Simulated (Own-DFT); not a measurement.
# Computed records: GaN (wurtzite, atoms displaced)

Computed with Own-DFT development build. A calculation, not a measurement: plane-wave PBE density functional theory by an unreviewed code, no spin, of a simulated periodic cell, stress positive in tension, free energy of the whole cell less one offset for each atom, forces on such cells passed a denser k mesh, this cell's mesh not checked; offsets are fitted by least squares, one for each functional and potential file, so energies compare only between cells with the same atoms and settings and are not formation energies; the far tail of each file's local potential was reset to the Coulomb form; each entry is a single point on an unrelaxed cell, so the pressure reflects the starting lattice, mostly measured values (interpolated for alloys), from which strain is counted, and rises with the displacements; printed positions are rounded, which can move forces by about a meV/angstrom; the program, named Own-DFT, is a retired in-house code; no spin-orbit coupling.

Settings shared by all entries: functional PBE; potential files PseudoDojo norm-conserving, scalar-relativistic, standard set with the stringent files for Ga; wave cutoff 96 hartree; occupations Gaussian; smearing width 0.01 eV; k mesh 3 x 4 x 3 centred on Gamma.

(1) GaN (wurtzite, atoms displaced)

```
GaN
1.0
     12.7560     0.0000     0.0000
     -4.7835     8.2853     0.0000
      0.0000     0.0000    10.3700
Ga N Ga N Ga N Ga N Ga N Ga N Ga N Ga N Ga N Ga N Ga N Ga N Ga N Ga N Ga N Ga N Ga N Ga N Ga N Ga N Ga N Ga N Ga N Ga N
2 2 2 2 2 2 2 2 2 2 2 2 2 2 2 2 2 2 2 2 2 2 2 2 2 2 2 2 2 2 2 2 2 2 2 2 2 2 2 2 2 2 2 2 2 2 2 2
Direct
  0.08558 0.21474 0.99409
  0.16740 0.10612 0.25878
  0.08382 0.22130 0.19420
  0.16648 0.11033 0.44511
  0.08450 0.21971 0.49662
  0.16928 0.10963 0.75537
  0.08433 0.22196 0.68615
  0.17268 0.11400 0.94335
  0.08981 0.55258 0.00444
  0.17031 0.44771 0.25064
  0.07774 0.54476 0.18678
  0.16147 0.44262 0.44375
  0.08871 0.54949 0.51506
  0.16445 0.44258 0.74872
  0.08756 0.55816 0.68959
  0.16490 0.45186 0.94401
  0.08185 0.89120 0.00029
  0.16694 0.76942 0.25223
  0.08491 0.88879 0.18629
  0.16033 0.77625 0.43863
  0.07795 0.87320 0.50534
  0.16165 0.77356 0.74442
  0.08351 0.88344 0.68214
  0.16096 0.77342 0.94560
  0.33584 0.22956 0.99115
  0.41125 0.10890 0.25584
  0.34442 0.22892 0.18501
  0.40929 0.10682 0.43875
  0.33037 0.22381 0.49008
  0.42221 0.11570 0.74952
  0.33201 0.21375 0.68593
  0.41839 0.10604 0.93177
  0.33637 0.55816 0.99780
  0.41774 0.45228 0.24945
  0.34174 0.56178 0.19170
  0.42062 0.44316 0.44087
  0.33666 0.56232 0.49452
  0.40958 0.43740 0.75373
  0.33402 0.55799 0.68166
  0.41126 0.44130 0.93323
  0.33605 0.89149 0.99847
  0.41387 0.77745 0.24420
  0.33492 0.89335 0.18729
  0.40712 0.76050 0.43115
  0.33753 0.89458 0.50253
  0.41665 0.78125 0.75142
  0.34069 0.89065 0.68512
  0.41502 0.78123 0.93545
  0.58155 0.22288 0.00342
  0.65803 0.10482 0.24677
  0.59206 0.22552 0.18523
  0.66805 0.10808 0.43945
  0.57932 0.22043 0.49397
  0.65998 0.10509 0.74988
  0.58446 0.22535 0.68752
  0.66600 0.11256 0.93382
  0.58672 0.55990 0.99407
  0.67742 0.45680 0.24647
  0.57506 0.55416 0.18558
  0.67823 0.45320 0.43876
  0.57851 0.55250 0.50070
  0.66800 0.44884 0.75032
  0.58075 0.56529 0.68585
  0.67142 0.44982 0.93655
  0.58583 0.88571 0.99839
  0.67316 0.78293 0.24137
  0.58365 0.89018 0.19094
  0.66327 0.78169 0.43574
  0.58199 0.89225 0.49845
  0.66594 0.77065 0.75523
  0.58788 0.89358 0.67883
  0.66770 0.78255 0.94473
  0.82861 0.22201 0.99991
  0.91406 0.11584 0.24233
  0.83636 0.22439 0.18620
  0.91805 0.11706 0.43678
  0.82894 0.22150 0.50106
  0.92087 0.11378 0.75107
  0.83461 0.22367 0.68620
  0.91891 0.12590 0.94831
  0.82841 0.54967 0.00349
  0.91973 0.44608 0.24987
  0.83467 0.54674 0.17923
  0.91696 0.44732 0.43715
  0.83006 0.54653 0.49896
  0.90927 0.43815 0.75024
  0.82499 0.55783 0.68619
  0.91036 0.44654 0.92970
  0.83558 0.89139 0.99816
  0.91726 0.77651 0.25111
  0.82695 0.86949 0.19208
  0.91211 0.76789 0.43713
  0.83513 0.89308 0.50986
  0.92106 0.77405 0.75327
  0.83534 0.89014 0.69567
  0.91924 0.76753 0.93662
```

* free energy of cell above offsets: -4.781 eV
* pressure: 6.98 GPa
* stress xx: -7.1 GPa
* stress yy: -6.25 GPa
* stress zz: -7.57 GPa
* stress yz: -0.15 GPa
* stress xz: 0.2 GPa
* stress xy: 0.73 GPa

Force:
| element | x (eV/Å) | y (eV/Å) | z (eV/Å) |
| --- | --- | --- | --- |
| Ga | -1.029 | 1.723 | 1.835 |
| Ga | -0.124 | 0.491 | -1.187 |
| N | 0.746 | -0.09 | -0.88 |
| N | -0.081 | -1.05 | -0.607 |
| Ga | -0.869 | 0.118 | 0.132 |
| Ga | -0.186 | -0.193 | -1.347 |
| N | 0.48 | -0.244 | 0.817 |
| N | -0.7 | -0.778 | -1.13 |
| Ga | -3.475 | 0.892 | -0.403 |
| Ga | -0.225 | -0.723 | 0.347 |
| N | 1.242 | 1.283 | 0.497 |
| N | 1.863 | -0.09 | -1.128 |
| Ga | -2.001 | 0.755 | -2.875 |
| Ga | 0.837 | 0.402 | 0.444 |
| N | -1.067 | -0.847 | 1.495 |
| N | 2.956 | -2.042 | -1.528 |
| Ga | 0.825 | -0.789 | 0.498 |
| Ga | -0.761 | 0.396 | -0.345 |
| N | -0.01 | -0.223 | 0.729 |
| N | 2.14 | -0.652 | 0.164 |
| Ga | -1.127 | 1.103 | -1.843 |
| Ga | 1.48 | 0.765 | 1.642 |
| N | -0.486 | 0.786 | 2.089 |
| N | 0.943 | 0.721 | -1.267 |
| Ga | 1.575 | -1.288 | 1.846 |
| Ga | 1.176 | 0.639 | -1.342 |
| N | -1.686 | -0.214 | 0.051 |
| N | 1 | 0.73 | -0.078 |
| Ga | 0.297 | -0.044 | 1.767 |
| Ga | -0.324 | -0.646 | -0.693 |
| N | -0.298 | 0.79 | 0.061 |
| N | -0.694 | 1.141 | 0.981 |
| Ga | -0.781 | 0.095 | 0.391 |
| Ga | 0.956 | -1.427 | 0.663 |
| N | -1.875 | -0.695 | -1.37 |
| N | -1.408 | -0.164 | -0.959 |
| Ga | -0.093 | -2.851 | 1.23 |
| Ga | 0.188 | 0.619 | -2.347 |
| N | -0.157 | -0.331 | 1.155 |
| N | 0.785 | 1.318 | 0.732 |
| Ga | -1.284 | -0.312 | 0.113 |
| Ga | 0.572 | 0.81 | 0.67 |
| N | -0.117 | -0.612 | -0.004 |
| N | -0.105 | 4.127 | -0.286 |
| Ga | -0.469 | -1.858 | -0.669 |
| Ga | 1.057 | -0.633 | -0.988 |
| N | -1.524 | 0.177 | 0.56 |
| N | 1.197 | -0.534 | 0.618 |
| Ga | 0.322 | 0.012 | -0.858 |
| Ga | 1.837 | 0.9 | 0.8 |
| N | -1.966 | 0.425 | 0.844 |
| N | -1.672 | 0.495 | -0.902 |
| Ga | 0.76 | 0.706 | 0.437 |
| Ga | 0.848 | 0.842 | -0.591 |
| N | 0.06 | 0.332 | -0.612 |
| N | -0.248 | -0.665 | 0.729 |
| Ga | -0.39 | -0.938 | 1.026 |
| Ga | -1.512 | -1.124 | 0.498 |
| N | 2.212 | 0.717 | -0.58 |
| N | -3.287 | -1.971 | -1.126 |
| Ga | 1.572 | 1.559 | -0.414 |
| Ga | -1.001 | -0.456 | -0.403 |
| N | 0.428 | -2.059 | 0.869 |
| N | -1.606 | -0.811 | 0.05 |
| Ga | -1.767 | 1.299 | 0.642 |
| Ga | -2.474 | -1.544 | 2.083 |
| N | -0.04 | -0.629 | -1.14 |
| N | 0.99 | -0.485 | 0.103 |
| Ga | 0.182 | -1.233 | -0.899 |
| Ga | -0.481 | 1.824 | -0.811 |
| N | -0.342 | -0.955 | 2.079 |
| N | 0.837 | -0.585 | -1.153 |
| Ga | -0.346 | 1.322 | -0.064 |
| Ga | 1.189 | -1.044 | 1.256 |
| N | -1.496 | -0.279 | 0.008 |
| N | -0.021 | -0.812 | 0.058 |
| Ga | 1.088 | 0.532 | -0.471 |
| Ga | -0.897 | 0.091 | 0.225 |
| N | -0.183 | -0.671 | 0.495 |
| N | 1.216 | -1.986 | -1.413 |
| Ga | 1.286 | 0.487 | -1.511 |
| Ga | -0.516 | -0.883 | 0.62 |
| N | 0.028 | 1.355 | 1.862 |
| N | 0.928 | -0.495 | 0.498 |
| Ga | 1.349 | 1.522 | 0.856 |
| Ga | -0.024 | 0.844 | -0.612 |
| N | 1.941 | 0.032 | -0.073 |
| N | 1.29 | -0.457 | 1.616 |
| Ga | 0.806 | -0.038 | 0.377 |
| Ga | 0.871 | -0.469 | 0.104 |
| N | 1.415 | 2.836 | -1.916 |
| N | -0.155 | 1.089 | 0.557 |
| Ga | -0.419 | -0.499 | -1.686 |
| Ga | -0.855 | -0.036 | -0.629 |
| N | 0.281 | -0.16 | 0.407 |
| N | -1.395 | 1.516 | 0.515 |

(2) GaN (wurtzite, atoms displaced)

```
GaN
1.0
     12.7560     0.0000     0.0000
     -4.7835     8.2853     0.0000
      0.0000     0.0000    10.3700
Ga N Ga N Ga N Ga N Ga N Ga N Ga N Ga N Ga N Ga N Ga N Ga N Ga N Ga N Ga N Ga N Ga N Ga N Ga N Ga N Ga N Ga N Ga N Ga N
2 2 2 2 2 2 2 2 2 2 2 2 2 2 2 2 2 2 2 2 2 2 2 2 2 2 2 2 2 2 2 2 2 2 2 2 2 2 2 2 2 2 2 2 2 2 2 2
Direct
  0.08660 0.22915 0.99777
  0.16635 0.11825 0.25365
  0.08752 0.23009 0.19124
  0.16962 0.11862 0.43838
  0.07875 0.21834 0.50406
  0.17144 0.11450 0.74945
  0.07452 0.20982 0.69113
  0.17481 0.11441 0.93480
  0.08694 0.55088 0.00236
  0.16335 0.44907 0.24823
  0.07909 0.54476 0.18585
  0.17192 0.44835 0.43953
  0.06743 0.54505 0.49849
  0.16606 0.43953 0.75122
  0.08462 0.56161 0.68385
  0.15951 0.44501 0.93608
  0.08493 0.88722 0.99749
  0.16602 0.77535 0.24992
  0.08136 0.88533 0.18765
  0.16850 0.77496 0.44651
  0.08460 0.89683 0.49585
  0.16633 0.77619 0.74880
  0.07825 0.88285 0.68860
  0.16671 0.77049 0.94221
  0.34168 0.22179 0.99817
  0.40679 0.11053 0.25043
  0.33676 0.23283 0.18925
  0.42200 0.11106 0.44242
  0.33399 0.22622 0.50159
  0.41501 0.11633 0.75148
  0.34074 0.22752 0.68691
  0.41253 0.10513 0.93893
  0.33690 0.56195 0.99981
  0.41278 0.43570 0.24668
  0.34136 0.55419 0.19351
  0.41105 0.43753 0.43817
  0.33244 0.55124 0.49410
  0.41345 0.44006 0.75407
  0.33859 0.55948 0.68965
  0.41257 0.44306 0.93778
  0.33157 0.88139 0.99371
  0.41893 0.77910 0.25628
  0.33388 0.88921 0.19696
  0.41681 0.77479 0.44667
  0.33672 0.89135 0.49011
  0.42042 0.78158 0.74516
  0.33693 0.88760 0.69047
  0.41895 0.77540 0.93835
  0.58694 0.22539 0.00525
  0.65836 0.10975 0.25504
  0.58962 0.21997 0.19754
  0.66540 0.11166 0.44208
  0.58794 0.22334 0.50294
  0.66000 0.11061 0.75326
  0.57946 0.20954 0.68714
  0.67359 0.11391 0.93826
  0.58846 0.56418 0.99437
  0.67172 0.45188 0.25146
  0.58891 0.55708 0.19963
  0.66529 0.44863 0.44242
  0.58651 0.56763 0.49424
  0.66848 0.44504 0.74912
  0.57769 0.55696 0.68365
  0.66831 0.44505 0.94007
  0.58683 0.88231 0.00375
  0.65701 0.77424 0.25502
  0.57919 0.87515 0.19202
  0.67531 0.77380 0.44617
  0.59237 0.89285 0.51259
  0.67567 0.79069 0.74562
  0.57898 0.88831 0.67870
  0.67062 0.78037 0.93698
  0.82610 0.22105 0.00087
  0.91590 0.10490 0.24980
  0.83228 0.22414 0.19581
  0.92264 0.11548 0.43226
  0.83061 0.22647 0.49840
  0.91407 0.10872 0.73966
  0.83579 0.21915 0.70452
  0.91768 0.11704 0.93869
  0.83123 0.55955 0.00034
  0.91345 0.44129 0.24705
  0.82779 0.55044 0.18423
  0.91585 0.44257 0.44401
  0.84115 0.56309 0.50218
  0.91784 0.44317 0.76142
  0.83574 0.55636 0.68825
  0.91434 0.44953 0.93508
  0.83231 0.89052 0.99974
  0.91152 0.77339 0.24487
  0.83125 0.88727 0.17662
  0.91577 0.78225 0.43958
  0.84114 0.89014 0.49971
  0.92360 0.78800 0.74473
  0.83032 0.88118 0.68735
  0.90931 0.78278 0.93797
```

* free energy of cell above offsets: -4.256 eV
* pressure: 7.23 GPa
* stress xx: -8.19 GPa
* stress yy: -6.92 GPa
* stress zz: -6.59 GPa
* stress yz: 0.33 GPa
* stress xz: -0.24 GPa
* stress xy: 0.85 GPa

Force:
| element | x (eV/Å) | y (eV/Å) | z (eV/Å) |
| --- | --- | --- | --- |
| Ga | -0.02 | -1.356 | 0.363 |
| Ga | 0.27 | -0.549 | -0.894 |
| N | -0.345 | -0.832 | -0.812 |
| N | -0.073 | -0.591 | 0.437 |
| Ga | 0.877 | 1.549 | -0.558 |
| Ga | -0.169 | -0.649 | -0.167 |
| N | 1.689 | 1.358 | -0.523 |
| N | -0.69 | -0.171 | 0.666 |
| Ga | -2.446 | 0.439 | -0.311 |
| Ga | 2.141 | -0.45 | 1.235 |
| N | -0.932 | 1.584 | 0.432 |
| N | -2.064 | -1.019 | -0.216 |
| Ga | 4.214 | 2.094 | 1.065 |
| Ga | -0.283 | 0.987 | -1.192 |
| N | 0.07 | -1.589 | 0.922 |
| N | 2.502 | -0.136 | -0.082 |
| Ga | -0.704 | 0.198 | 0.022 |
| Ga | -0.261 | -0.219 | 0.602 |
| N | 0.024 | 0.563 | 0.266 |
| N | -1.326 | 0.024 | -1.349 |
| Ga | 0.971 | -0.775 | 0.292 |
| Ga | 0.622 | 0.214 | -0.224 |
| N | 1.793 | 1.884 | -0.7 |
| N | -0.623 | 0.36 | -0.58 |
| Ga | -1.634 | 0.485 | 0.599 |
| Ga | 1.802 | 0.354 | 0.694 |
| N | -0.161 | -3.001 | -1.119 |
| N | -1.164 | 0.653 | -0.762 |
| Ga | 1.044 | -0.55 | -0.183 |
| Ga | 1.133 | -1.523 | -0.369 |
| N | -1.471 | -0.675 | 0.079 |
| N | 1.63 | 0.332 | 0.207 |
| Ga | -0.309 | -1.155 | 0.616 |
| Ga | 1.058 | 2.404 | 1.531 |
| N | -2.25 | 0.776 | -1.075 |
| N | 1.009 | 1.122 | -0.575 |
| Ga | 0.11 | 0.548 | 1.31 |
| Ga | 0.291 | 1.5 | -0.877 |
| N | -0.875 | -1.125 | -0.113 |
| N | 1.058 | 0.283 | 0.738 |
| Ga | 0.349 | 0.509 | 1.103 |
| Ga | -0.49 | -0.76 | 0.344 |
| N | -0.021 | -0.317 | -1.304 |
| N | 1.152 | 0.595 | -0.936 |
| Ga | -0.032 | -0.571 | 1.819 |
| Ga | -0.568 | -0.939 | 0.455 |
| N | -1.278 | 0.797 | -0.262 |
| N | 0.251 | 0.912 | -0.261 |
| Ga | -0.108 | -0.742 | 0.075 |
| Ga | 2.744 | -1.303 | 0.284 |
| N | -3.228 | 1.181 | -1.63 |
| N | 0.867 | -0.505 | -0.138 |
| Ga | -1.125 | 0.715 | -0.364 |
| Ga | 1.724 | -0.43 | -0.047 |
| N | -0.767 | 1.902 | 0.61 |
| N | -2.6 | -1.648 | 0.23 |
| Ga | -0.425 | -1.195 | 1.012 |
| Ga | -0.496 | -1.5 | 1.12 |
| N | -1.303 | -0.338 | -1.856 |
| N | 1.323 | -0.196 | -0.205 |
| Ga | -0.427 | -3.323 | 1.324 |
| Ga | -0.658 | 0.165 | -0.722 |
| N | 1.131 | 0.209 | 1.015 |
| N | -0.812 | -0.346 | -0.37 |
| Ga | -0.932 | 0.803 | -0.19 |
| Ga | 2.543 | -0.029 | 0.512 |
| N | -0.884 | 2.232 | -0.561 |
| N | -1.394 | 2.938 | -1.467 |
| Ga | -0.564 | -0.599 | -4.551 |
| Ga | -1.958 | -2.242 | 0.464 |
| N | 1.39 | 0.707 | 4.714 |
| N | -0.6 | 0.053 | -0.757 |
| Ga | 2.593 | 1.185 | 0.683 |
| Ga | -0.261 | 0.595 | -1.181 |
| N | -0.162 | -1.236 | -0.701 |
| N | -1.374 | -0.729 | 1.27 |
| Ga | 0.863 | -1.095 | 1.042 |
| Ga | 0.199 | -1.034 | 2.458 |
| N | -2.102 | 0.576 | -2.508 |
| N | 0.075 | -0.319 | -0.168 |
| Ga | 0.755 | 0.393 | -0.78 |
| Ga | -0.122 | 0.249 | 0.373 |
| N | 1.398 | 0.79 | 0.637 |
| N | -2.1 | -0.509 | -2.096 |
| Ga | -1.576 | -0.677 | 0.215 |
| Ga | 0.142 | 0.538 | -2.503 |
| N | 0.014 | 0.054 | 0.397 |
| N | 0.395 | -0.059 | 2.843 |
| Ga | 0.058 | 1.518 | -1.031 |
| Ga | 0.094 | 0.549 | 0.122 |
| N | -0.368 | -0.146 | 2.926 |
| N | 1.742 | -0.62 | -1.221 |
| Ga | -1.46 | 0.805 | 0.174 |
| Ga | -1.354 | -2.009 | 1.575 |
| N | 0.989 | 1.63 | -0.793 |
| N | 2.25 | -0.53 | -0.594 |
